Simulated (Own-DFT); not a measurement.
# What a defect does to the pressure of its cell: grey tin

Everything here is calculated. The program is Own-DFT (plane waves, in-house, since retired, never reviewed by a person); positions were held fixed, and spin and spin-orbit coupling were off.

Method: PBE; PseudoDojo norm-conserving scalar-relativistic files; cutoff 42 hartree; 3 x 3 x 3 k mesh centred on Gamma; cold (Marzari-Vanderbilt) smearing of 0.2 eV.

Limits (not all hold for every row): not probed for a lower state with spin; forces on such cells moved up to 12 meV/angstrom on a denser k mesh; stress not checked against mesh or cutoff.

All runs share one cell, with vectors in Å (12.978, 0.000, 0.000); (0.000, 12.978, 0.000); (0.000, 0.000, 12.978) and a volume of 2185.9 Å³. Atoms were moved at random from their sites; u is the rms move along one axis. The defect's site can differ from row to row.

| cell | formula | u (Å) | P (GPa) |
|---|---|---|---|
| no defect | Sn64 | 0.0182 | 3.37 |
| no defect | Sn64 | 0.0200 | 3.39 |
| no defect | Sn64 | 0.0532 | 3.70 |
| two Sn vacancies | Sn62 | 0.0299 | 3.12 |
| two Sn vacancies | Sn62 | 0.0300 | 3.09 |
| two Sn vacancies | Sn62 | 0.0499 | 3.31 |
| one Sn vacancy | Sn63 | 0.0292 | 3.22 |
| one Sn vacancy | Sn63 | 0.0298 | ? |
| one Sn vacancy | Sn63 | 0.0504 | 3.42 |
| one Sn vacancy | Sn63 | 0.0523 | 3.49 |

## Fit

P = P0 + c u² + a shift for each defect gives P0 = 3.33 GPa, c = 131 ± 7 GPa/Å² and a scatter of 0.02 GPa. The shifts, and each times the cell's volume:

- one Sn vacancy: -0.22 ± 0.02 GPa, -3.0 eV
- two Sn vacancies: -0.34 ± 0.02 GPa, -4.7 eV (-2.3 eV for each of its 2 sites)

Positive is outwards. The product with the volume (160.2 GPa Å³ to the eV) is nearly free of the cell's size; divided by the bulk modulus at the cell's pressure it gives the volume that the defect adds. The atoms around the defects weren't relaxed, which would change these numbers.

## Test on the hidden row

The question: what pressure belongs in the blank (one Sn vacancy, u = 0.0298 Å)?

The fit gives 3.22 ± 0.02 GPa. The run itself gave 3.26 GPa.
